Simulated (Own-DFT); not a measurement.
## Calculated data, GaP (zincblende, strained, atoms displaced)

A calculation, not a measurement: plane-wave PBE density functional theory by an unreviewed code, no spin, of a simulated periodic cell, stress positive in tension, free energy of the whole cell less one offset for each atom, forces on such cells passed a denser k mesh, this cell's mesh not checked; offsets are fitted by least squares, one for each functional and potential file, so energies compare only between cells with the same atoms and settings and are not formation energies; the far tail of each file's local potential was reset to the Coulomb form; each entry is a single point on an unrelaxed cell, so the pressure reflects the starting lattice, mostly measured values (interpolated for alloys), from which strain is counted, and rises with the displacements; printed positions are rounded, which can move forces by about a meV/angstrom; the program, named Own-DFT, is a retired in-house code; no spin-orbit coupling. Program: Own-DFT development build.

## GaP (zincblende, strained, atoms displaced)

```xyz
64
Lattice="10.8620 0.0000 0.0000 0.0000 10.8620 0.0000 0.0000 0.0000 10.9361" Properties=species:S:1:pos:R:3 GaP
Ga     0.0681    10.7964    10.9267
Ga    10.8062     2.6589     2.7376
Ga     2.7532    10.8544     2.6848
Ga     2.8302     2.7689    10.8881
P      1.3910     1.2993     1.4650
P      1.3961     4.1604     4.1642
P      3.9866     1.2842     4.0799
P      4.0970     4.0898     1.3706
Ga    10.8244     0.0560     5.3619
Ga    10.8109     2.7883     8.1198
Ga     2.7458     0.0341     8.1797
Ga     2.7243     2.7239     5.4849
P      1.3723     1.3467     6.8413
P      1.2900     4.0837     9.6050
P      4.0599     1.3175     9.5106
P      4.1280     4.1160     6.9292
Ga    10.8616     5.4186    10.9286
Ga     0.0453     8.1762     2.7282
Ga     2.7004     5.5005     2.6436
Ga     2.7295     8.1345     0.0241
P      1.3920     6.7525     1.4148
P      1.4173     9.4821     4.0553
P      4.0505     6.7690     4.0884
P      4.2555     9.4888     1.3700
Ga     0.0060     5.4815     5.5598
Ga    10.8055     8.1181     8.2713
Ga     2.7100     5.5070     8.1974
Ga     2.6589     8.0762     5.4548
P      1.3191     6.7662     6.8093
P      1.4314     9.5028     9.5234
P      4.0658     6.8653     9.5730
P      3.9882     9.5687     6.8784
Ga     5.4358     0.0578     0.0348
Ga     5.4304     2.7258     2.7733
Ga     8.1451    10.8342     2.6513
Ga     8.2543     2.6989     0.0146
P      6.7198     1.4211     1.3355
P      6.7130     4.0694     4.1986
P      9.5549     1.3139     4.1225
P      9.5164     3.9559     1.2736
Ga     5.4199     0.0078     5.4187
Ga     5.4770     2.7715     8.2992
Ga     8.1800    10.8375     8.2017
Ga     8.1878     2.6560     5.5745
P      6.6812     1.2854     6.7889
P      6.7621     3.9780     9.5427
P      9.5379     1.3329     9.6376
P      9.4728     4.1092     6.8137
Ga     5.3632     5.3783     0.0262
Ga     5.4587     8.0575     2.7180
Ga     8.1615     5.4248     2.8146
Ga     8.1576     8.1739     0.0741
P      6.8641     6.6839     1.4498
P      6.8186     9.4887     4.1592
P      9.5478     6.7751     4.1621
P      9.4281     9.4676     1.3954
Ga     5.4482     5.4153     5.5039
Ga     5.3927     8.1270     8.2021
Ga     8.0852     5.3886     8.1537
Ga     8.2037     8.1955     5.5055
P      6.7415     6.8383     6.8553
P      6.8023     9.4507     9.4903
P      9.5171     6.7563     9.4888
P      9.4390     9.4941     6.9393
```

```
functional                        : PBE
potential files                   : PseudoDojo norm-conserving, scalar-relativistic, standard set
wave cutoff                       : 42 hartree
occupations                       : Fermi-Dirac
smearing width                    : 0.1 eV
hardware                          : one NVIDIA H100
k mesh                            : 3 x 3 x 3 centred on Gamma
free energy of cell above offsets : -32.939 eV
pressure                          : 3.68 GPa
stress xx                         : -3.82 GPa
stress yy                         : -3.88 GPa
stress zz                         : -3.33 GPa
stress yz                         : -0.41 GPa
stress xz                         : -0.64 GPa
stress xy                         : 0.11 GPa
wall time                         : 526.5 s
```

Force:
```csv
element,x (eV/Å),y (eV/Å),z (eV/Å)
Ga,-0.086,0.154,0.45
Ga,1.036,0.642,0.307
Ga,0.33,-1.069,-0.025
Ga,-1.12,-0.636,0.199
P,-0.201,0.789,-1.469
P,-0.499,-0.576,-0.757
P,0.879,1.048,0.285
P,-0.454,-0.351,0.563
Ga,1.261,-1.636,1.652
Ga,0.467,-0.811,0.861
Ga,-0.812,0.084,0.144
Ga,0.224,0.254,0.203
P,-0.651,0.335,-0.281
P,1.049,-0.18,-0.739
P,0.523,0.622,0.763
P,-0.572,-0.396,-0.436
Ga,-0.224,0.349,0.177
Ga,-0.431,-0.372,0.235
Ga,0.712,-1.207,1.431
Ga,0.162,0.557,0.303
P,-1.232,1.036,-1.361
P,-0.42,0.364,0.375
P,0.309,-0.097,0.171
P,-1.522,-0.148,0.021
Ga,-0.182,-0.779,-0.997
Ga,0.965,0.577,-0.783
Ga,-0.188,-0.54,0.429
Ga,0.48,0.644,0.143
P,0.272,0.901,1.121
P,-0.467,-0.359,0.423
P,0.042,-1.015,0.342
P,0.912,-1.244,-1.146
Ga,0.318,-0.607,-1.237
Ga,-0.425,-0.195,0.324
Ga,-0.812,0.671,0.988
Ga,-1.704,-0.706,-0.822
P,1.133,0.001,0.439
P,1.351,-0.61,-0.538
P,-1.871,0.89,-0.969
P,0.486,1.797,1.854
Ga,-0.69,-0.671,-0.08
Ga,-1.05,-1.562,-1.6
Ga,-0.878,0.864,0.492
Ga,-0.779,-0.196,-0.775
P,1.104,0.862,1.195
P,1.459,1.504,1.573
P,0.188,-0.12,-1.089
P,-0.033,-0.041,0.007
Ga,1.015,0.728,-0.666
Ga,0.496,0.255,0.731
Ga,0.435,-1.038,0.186
Ga,-0.658,-1.008,-1.16
P,-0.639,0.474,-1.193
P,-0.17,-0.047,-0.871
P,-0.09,0.416,-0.376
P,1.653,0.244,-0.33
Ga,-0.596,0.646,0.218
Ga,-0.149,0.742,-0.278
Ga,-0.3,0.366,0.393
Ga,-0.427,-0.526,0.011
P,0.487,-0.332,-0.512
P,-0.133,0.54,1.233
P,-0.908,-0.428,1.469
P,1.625,0.148,-1.222
```
